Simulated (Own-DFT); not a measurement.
# A change of arrangement and its cost: Ga32P32, 64 atoms

These are calculations, not measurements. They come from Own-DFT, an in-house plane-wave density functional program, since retired, whose code no person has reviewed. Each row is one single-point run on a periodic cell that was not relaxed, without spin or spin-orbit coupling.

Settings of every run: PBE; PseudoDojo norm-conserving scalar-relativistic files; cutoff 42 hartree; 3 x 3 x 3 k mesh centred on Gamma; Fermi-Dirac smearing of 0.1 eV.

Known limits, some of them of some rows only: not probed for a lower state with spin; forces on such cells failed a check on a denser k mesh; forces on such cells passed a denser k mesh, each cell not checked; stress not checked against mesh or cutoff.

All cells hold the same atoms in the same cell, with vectors in Å (10.901, 0.000, 0.000); (0.000, 10.901, 0.000); (0.000, 0.000, 10.901). Every atom was moved at random from its ideal site; u is the rms move along one axis. The defect's site can differ from row to row. E is the free energy of the cell above the lowest run. The arrangements:

- A: zincblende GaP
- B: zincblende GaP, with one Ga on a P site and one P on a Ga site, 2.4 Å apart

| arrangement | u (Å) | E (eV) | P (GPa) |
|---|---|---|---|
| A | 0.0195 | 0.000 | 2.71 |
| A | 0.0214 | 0.071 | 2.73 |
| A | 0.0218 | 0.107 | 2.74 |
| A | 0.0480 | 1.928 | 3.12 |
| A | 0.0488 | 2.075 | 3.24 |
| A | 0.0531 | 2.957 | 3.37 |
| B | 0.0303 | 3.569 | 2.97 |
| B | 0.0304 | 3.663 | 2.99 |
| B | 0.0310 | 3.646 | 2.98 |
| B | 0.0491 | 4.671 | 3.15 |
| B | 0.0507 | 5.272 | 3.39 |
| B | 0.0515 | 5.574 | 3.37 |

Question: once the cost of the random moves is taken out, how do the arrangements rank?

## Worked answer

Fit E = a + b u², with one b for all and one a for each arrangement, and with residuals divided by u², since the noise grows with the moves. Then b = 1043 eV/Å², the scatter at u = 0.04 Å is 0.14 eV, and against A:

- B: 3.03 ± 0.06 eV (higher)

These are energies of unrelaxed cells. Relaxing the atoms lowers the strained arrangements most, so the gaps would shrink and small ones could change sign.
